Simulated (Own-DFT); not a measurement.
# How strain changes the stress of wurtzite AlGaN with randomly placed atoms, 72 atoms (Al9Ga27N36)

All numbers below are calculated, not measured. The program, named Own-DFT, is a retired in-house plane-wave density functional code that no person has reviewed. Each row is one single-point run on a periodic cell that was not relaxed, without spin or spin-orbit coupling.

Settings of every run: PBE; PseudoDojo norm-conserving scalar-relativistic files; cutoff 42 hartree; 4 x 4 x 3 k mesh centred on Gamma; Fermi-Dirac smearing of 0.1 eV.

Known limits: forces on such cells passed a denser k mesh, each cell not checked; stress not checked against mesh or cutoff.

Unstrained cell vectors in Å: (9.509, 0.000, 0.000); (-4.755, 8.235, 0.000); (0.000, 0.000, 10.268). The unstrained cell has measured lattice constants (interpolated for alloys), not those of this functional. That, the random moves and any unrelaxed bonds set the pressure at no strain. Each run strains this cell uniformly, with the atoms carried along. Every atom was also moved at random, by a Gaussian of width 0.05 Å on each axis. The random placing of the alloy's atoms differs from row to row. Strain is the symmetric tensor, in per cent. Stress is positive in tension, and the pressure is minus a third of its trace.

```
run,e_xx (%),e_yy (%),e_zz (%),s_xx (GPa),s_yy (GPa),s_zz (GPa),P (GPa),E (meV/atom)
1,2.00,2.00,0.00,3.66,1.78,-5.94,0.17,12.0
2,3.00,3.00,0.00,7.05,6.97,-3.86,-3.39,0.0
3,2.25,2.25,0.00,3.86,3.19,-4.63,-0.81,12.3
4,-2.25,-2.25,0.00,-19.05,-22.15,-12.64,17.95,54.6
5,-0.25,-0.25,0.00,-9.82,-9.27,-6.51,8.53,16.9
6,-2.50,-2.50,0.00,-24.74,-23.88,-11.86,20.16,85.0
7,1.25,1.25,0.00,0.46,-2.16,-6.61,2.77,12.2
8,1.50,1.50,0.00,1.64,-0.52,-6.19,1.69,6.0
9,0.50,0.50,0.00,?,?,?,?,?
```

E is the free energy for each atom above the lowest run shown.

## Worked fit

The change of volume is close to e_xx + e_yy + e_zz. A straight line through the runs shown gives P = 8.63 - 212 x (fractional change of volume) GPa, with an error of 7 on the slope and a scatter of 0.81 GPa. The strain isn't the same on all axes and the cell isn't cubic, so the slope belongs to this path and is not the bulk modulus.

## Withheld run

Question: what pressure should run 9 give? Its volume changes by 1.00 %.

The line gives 6.5 GPa. The calculation gave 5.77 GPa.
